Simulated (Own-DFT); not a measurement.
# Computed records: Hf₃₆O₇₁ (tetragonal hafnia with one neutral oxygen vacancy, atoms displaced)

All values are calculated (Own-DFT development build). A calculation, not a measurement: plane-wave PBE and HSE06 DFT by an unreviewed code, no spin, of a simulated cell at Gamma alone, so results move with cell size and shape, stress positive in tension, energies less offsets, not probed for a lower state with spin; hafnium file: forces about 75 meV/angstrom off all-electron values; oxygen file: force components 24 meV/angstrom off all-electron in a glass; k mesh not checked against a denser one; forces and stress are PBE's, HSE06 gives the energy alone, and its difference from PBE has offsets of its own; offsets are fitted by least squares, one for each functional and potential file, so energies compare only between cells with the same atoms and settings and are not formation energies; the far tail of each file's local potential was reset to the Coulomb form; each entry is a single point on an unrelaxed cell, so the pressure reflects the starting lattice, taken from the Materials Project, from which strain is counted, and rises with the displacements; printed positions are rounded, which can move forces by about a meV/angstrom; the program is a retired in-house code; no spin-orbit coupling.

```json
{"formula": "Hf36O71", "kind": "tetragonal hafnia with one neutral oxygen vacancy, atoms displaced", "structure": {"cell_angstrom": [[10.78, 0.0, 0.0], [0.0, 10.78, 0.0], [0.0, 0.0, 10.4493]], "atoms_fractional": [["Hf", 0.9996, 0.00133, 0.99949], ["Hf", 0.17358, 0.16718, 0.25122], ["O", 0.00557, 0.15978, 0.14467], ["O", 0.16865, 0.99794, 0.34536], ["O", 0.00276, 0.16953, 0.40971], ["O", 0.16392, 0.99119, 0.10127], ["Hf", 0.99746, 0.00372, 0.49864], ["Hf", 0.1689, 0.16814, 0.75239], ["O", 0.00079, 0.16849, 0.6477], ["O", 0.17181, 0.99597, 0.84466], ["O", 0.99466, 0.16368, 0.90371], ["O", 0.17344, 0.00565, 0.60149], ["Hf", 0.00294, 0.32442, 0.99764], ["Hf", 0.16129, 0.50019, 0.25316], ["O", 0.00261, 0.50776, 0.14151], ["O", 0.1571, 0.33104, 0.33892], ["O", 0.00067, 0.49881, 0.40038], ["O", 0.16637, 0.33696, 0.09768], ["Hf", 0.99194, 0.32836, 0.50227], ["Hf", 0.16747, 0.49091, 0.74227], ["O", 0.99998, 0.49357, 0.65833], ["O", 0.16327, 0.33205, 0.85452], ["O", 0.00046, 0.5005, 0.89172], ["O", 0.16945, 0.33472, 0.59732], ["Hf", 0.99366, 0.66952, 0.00637], ["Hf", 0.16415, 0.838, 0.24282], ["O", 0.00288, 0.83214, 0.15184], ["O", 0.16363, 0.66947, 0.34671], ["O", 0.99751, 0.82739, 0.4063], ["O", 0.16129, 0.66603, 0.0969], ["Hf", 0.99448, 0.66629, 0.50704], ["Hf", 0.16545, 0.83297, 0.74603], ["O", 0.0084, 0.83119, 0.6502], ["O", 0.17549, 0.66417, 0.83972], ["O", 0.00754, 0.83039, 0.90324], ["O", 0.16557, 0.66718, 0.59494], ["Hf", 0.34737, 0.00079, 0.00221], ["Hf", 0.50213, 0.15513, 0.24954], ["O", 0.32349, 0.16039, 0.15048], ["O", 0.50485, 0.99706, 0.33967], ["O", 0.32683, 0.17404, 0.40248], ["O", 0.49672, 0.00137, 0.09608], ["Hf", 0.32325, 0.00101, 0.49669], ["Hf", 0.50291, 0.16464, 0.7519], ["O", 0.32799, 0.16011, 0.6446], ["O", 0.50645, 0.0045, 0.85075], ["O", 0.33041, 0.15974, 0.89015], ["O", 0.50301, 0.0002, 0.59833], ["Hf", 0.33634, 0.3364, 0.00998], ["Hf", 0.49875, 0.49946, 0.25518], ["O", 0.33503, 0.50643, 0.15916], ["O", 0.50135, 0.34396, 0.34732], ["O", 0.3215, 0.49102, 0.39708], ["O", 0.49954, 0.33838, 0.10014], ["Hf", 0.33625, 0.32402, 0.50307], ["Hf", 0.50304, 0.5101, 0.75168], ["O", 0.33046, 0.49745, 0.64785], ["O", 0.49946, 0.33796, 0.83879], ["O", 0.32637, 0.50712, 0.89826], ["O", 0.50536, 0.33377, 0.59444], ["Hf", 0.32761, 0.66657, 0.9952], ["Hf", 0.49873, 0.83455, 0.25127], ["O", 0.33394, 0.83278, 0.15956], ["O", 0.48972, 0.66281, 0.33437], ["O", 0.33173, 0.83043, 0.40308], ["O", 0.49917, 0.66723, 0.08997], ["Hf", 0.3304, 0.66997, 0.49597], ["Hf", 0.50003, 0.83587, 0.74342], ["O", 0.32779, 0.83033, 0.6589], ["O", 0.33354, 0.8329, 0.90958], ["O", 0.50478, 0.67345, 0.59277], ["Hf", 0.675, 0.0011, 0.99754], ["Hf", 0.83978, 0.16052, 0.25163], ["O", 0.66881, 0.17109, 0.1519], ["O", 0.83241, 0.00116, 0.34817], ["O", 0.66009, 0.1657, 0.39978], ["O", 0.83164, 0.00045, 0.10383], ["Hf", 0.67382, 0.00812, 0.49574], ["Hf", 0.83042, 0.16568, 0.74456], ["O", 0.66249, 0.16487, 0.65343], ["O", 0.8301, 0.99908, 0.84432], ["O", 0.66378, 0.17199, 0.90078], ["O", 0.82924, 0.99829, 0.59927], ["Hf", 0.67296, 0.3403, 0.99875], ["Hf", 0.8385, 0.50868, 0.23893], ["O", 0.66406, 0.51239, 0.15837], ["O", 0.8345, 0.32914, 0.34929], ["O", 0.65809, 0.50305, 0.39435], ["O", 0.83344, 0.33558, 0.10084], ["Hf", 0.67255, 0.3359, 0.50119], ["Hf", 0.83267, 0.49945, 0.74835], ["O", 0.66563, 0.49128, 0.65525], ["O", 0.83139, 0.33337, 0.84543], ["O", 0.662, 0.50663, 0.90818], ["O", 0.83208, 0.33904, 0.6017], ["Hf", 0.67408, 0.65902, 0.00725], ["Hf", 0.82843, 0.83856, 0.24777], ["O", 0.66335, 0.83178, 0.15628], ["O", 0.8311, 0.65928, 0.33906], ["O", 0.67043, 0.83135, 0.39712], ["O", 0.83449, 0.67825, 0.09409], ["Hf", 0.6603, 0.66475, 0.49769], ["Hf", 0.82427, 0.84241, 0.7464], ["O", 0.65538, 0.83132, 0.65116], ["O", 0.84323, 0.66071, 0.8505], ["O", 0.67463, 0.83381, 0.90597], ["O", 0.83906, 0.66572, 0.59906]]}, "settings": {"first_functional": "PBE", "second_functional": "HSE06", "exact_exchange_share": 0.25, "screening [1/bohr]": 0.11, "exchange_divergence": "Gygi-Baldereschi", "potential_files": "PseudoDojo norm-conserving, scalar-relativistic, made for PBE, standard set", "wave_cutoff [hartree]": 48.0, "occupations": "fixed", "k_mesh": "1 x 1 x 1 centred on Gamma"}, "results": {"PBE_energy_of_cell_above_offsets [eV]": "-95.865", "HSE06_less_PBE_above_offsets [eV]": "0.127", "PBE_pressure [GPa]": 2.84, "PBE_stress_xx [GPa]": -3.23, "PBE_stress_yy [GPa]": -1.85, "PBE_stress_zz [GPa]": -3.45, "PBE_stress_yz [GPa]": -0.54, "PBE_stress_xz [GPa]": 0.02, "PBE_stress_xy [GPa]": -0.17, "force_element": ["Hf", "Hf", "O", "O", "O", "O", "Hf", "Hf", "O", "O", "O", "O", "Hf", "Hf", "O", "O", "O", "O", "Hf", "Hf", "O", "O", "O", "O", "Hf", "Hf", "O", "O", "O", "O", "Hf", "Hf", "O", "O", "O", "O", "Hf", "Hf", "O", "O", "O", "O", "Hf", "Hf", "O", "O", "O", "O", "Hf", "Hf", "O", "O", "O", "O", "Hf", "Hf", "O", "O", "O", "O", "Hf", "Hf", "O", "O", "O", "O", "Hf", "Hf", "O", "O", "O", "Hf", "Hf", "O", "O", "O", "O", "Hf", "Hf", "O", "O", "O", "O", "Hf", "Hf", "O", "O", "O", "O", "Hf", "Hf", "O", "O", "O", "O", "Hf", "Hf", "O", "O", "O", "O", "Hf", "Hf", "O", "O", "O", "O"], "force_x [eV/angstrom]": [2.065, -1.751, -0.832, -0.188, -0.627, 0.455, 1.698, 0.894, -1.011, -1.021, -0.187, -2.271, 0.321, 1.266, -1.23, -0.209, -0.39, 0.187, 1.874, 0.101, -0.7, 0.062, -0.189, -0.914, 2.493, 0.627, -2.137, 0.365, -0.687, 0.874, 2.592, -0.062, -2.703, -0.264, -0.811, -0.046, -4.091, 0.36, 2.74, -0.333, 0.456, 3.078, 1.276, -1.828, 1.303, 0.029, 0.571, -0.481, -0.555, -0.737, -1.019, -0.115, 0.267, 0.596, 0.569, -1.754, 1.924, -0.076, 1.314, -0.399, -0.355, -0.604, 0.259, 0.308, 0.497, 0.342, -1.301, -1.837, 1.897, 1.08, -1.484, -1.595, -0.364, -0.063, 0.319, 0.3, 0.44, -2.753, 0.307, 1.915, -0.057, 0.553, 0.923, -0.973, 0.135, 1.475, -0.122, 0.82, 0.348, -2.081, 1.758, 0.002, -0.421, -0.14, -0.132, -2.733, 0.722, 0.44, 0.031, 0.049, -0.326, 1.678, 0.961, 3.093, -1.114, 0.009, -2.94], "force_y [eV/angstrom]": [-1.69, 0.297, 0.397, 0.794, -1.815, 0.389, -1.798, -0.809, -0.384, 1.222, -0.306, -0.39, 2.722, 0.957, -0.416, -0.482, -0.18, -0.329, 2.467, 1.621, 0.018, -0.773, -0.882, -0.481, -1.068, -1.787, 0.35, -0.031, 1.918, 0.406, -0.427, -1.252, 0.965, 0.416, 1.272, -0.318, -0.742, 2.983, 0.324, 0.538, -2.653, 0.507, -0.101, 1.031, 0.72, -1.186, 1.293, 0.083, 0.922, -0.291, -0.737, -3.611, 0.842, -0.547, 3.349, -0.559, 0.45, -0.087, -2.048, -0.689, -0.003, -2.19, 0.409, 1.919, 1.43, 0.389, -2.13, -0.351, 0.181, 0.749, -0.65, 0.068, 2.357, -0.664, 0.151, 0.401, -0.179, -1.528, 1.14, -0.113, 1.057, -0.437, 0.01, -1.041, -1.95, -0.381, 0.117, -0.179, 0.0, 1.002, 0.845, 0.877, -0.567, -1.354, -0.989, 2.16, -2.023, 0.686, 1.992, 0.319, -0.319, -0.05, -3.212, 0.232, 1.379, -0.071, 0.13], "force_z [eV/angstrom]": [0.208, 0.019, 1.104, 1.261, -1.39, -0.994, 0.64, 0.118, 0.607, 0.153, -1.053, -1.05, -0.346, 0.202, 0.598, 0.544, 0.347, -0.008, -0.344, 1.574, -1.63, -0.484, 1.741, -0.009, -2.799, 0.404, 0.113, -0.231, -0.244, -0.108, -1.556, 2.153, -0.228, -0.108, 0.106, -0.367, -2.024, -0.541, -0.638, 1.344, -1.663, 1.378, 0.809, -0.288, 0.487, 0.065, 1.407, -1.047, -1.751, -1.519, -1.273, 0.507, 1.175, -0.632, 0.607, -0.239, 0.287, 0.78, 0.541, -0.292, 0.872, -1.018, -0.446, 2.137, 0.368, -1.022, -0.098, 1.671, -1.323, -0.358, 0.378, -0.27, -1.226, 0.397, 0.98, 0.041, -0.319, 0.377, 0.964, -0.834, 0.659, 0.284, 0.139, 0.363, 1.105, -1.331, 0.013, 1.986, -0.579, -1.167, 1.026, -0.595, 0.284, -1.098, -0.034, -0.569, 0.334, -0.554, 0.621, 0.918, 1.868, -0.887, 0.514, -0.379, -0.634, -0.352, 0.37]}}
```
